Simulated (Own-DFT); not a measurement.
# Response to strain: wurtzite AlGaN with randomly placed atoms, 72 atoms (Al9Ga27N36)

Calculated results; nothing here was measured. They come from Own-DFT, an in-house plane-wave density functional program, since retired, whose code no person has reviewed. Each row is one single-point run on a periodic cell that was not relaxed, without spin or spin-orbit coupling.

Settings of every run: PBE; PseudoDojo norm-conserving scalar-relativistic files; cutoff 42 hartree; 4 x 4 x 3 k mesh centred on Gamma; Fermi-Dirac smearing of 0.1 eV.

Known limits: forces on such cells passed a denser k mesh, each cell not checked; stress not checked against mesh or cutoff.

Unstrained cell vectors in Å: (9.509, 0.000, 0.000); (-4.755, 8.235, 0.000); (0.000, 0.000, 10.268). The unstrained cell has measured lattice constants (interpolated for alloys), not those of this functional. That, the random moves and any unrelaxed bonds set the pressure at no strain. Each run strains this cell uniformly, with the atoms carried along. Every atom was also moved at random, by a Gaussian of width 0.05 Å on each axis. The random placing of the alloy's atoms differs from row to row. Strain is the symmetric tensor, in per cent. Stress is positive in tension, and the pressure is minus a third of its trace.

```
run  e_xx (%)  e_yy (%)  e_zz (%)  s_xx (GPa)  s_yy (GPa)  s_zz (GPa)  P (GPa)  E (meV/atom)
  1     -2.25     -2.25      0.00      -20.36      -22.73      -10.28    17.79          67.2
  2      0.50      0.50      0.00       -5.67       -2.33       -8.57     5.53          23.7
  3      1.25      1.25      0.00       -1.27       -0.06       -8.36     3.23          37.5
  4      1.00      1.00      0.00       -1.25       -3.15       -7.70     4.03          36.3
  5     -2.75     -2.75      0.00      -25.72      -25.82      -11.60    21.05          95.5
  6      1.50      1.50      0.00        1.03        1.91       -6.54     1.20           0.0
  7      0.25      0.25      0.00       -6.75       -6.79       -4.65     6.06          17.5
  8      0.75      0.75      0.00       -3.85       -3.48       -6.08     4.47          24.8
  9     -1.00     -1.00      0.00           ?           ?           ?        ?             ?
```

E is the free energy for each atom above the lowest run shown.

## Worked fit

The change of volume is close to e_xx + e_yy + e_zz. A straight line through the runs shown gives P = 8.11 - 227 x (fractional change of volume) GPa, with an error of 8 on the slope and a scatter of 0.64 GPa. The strain isn't the same on all axes and the cell isn't cubic, so the slope belongs to this path and is not the bulk modulus.

## Withheld run

Question: what pressure should run 9 give? Its volume changes by -1.99 %.

The line gives 12.6 GPa. The calculation gave 11.82 GPa.
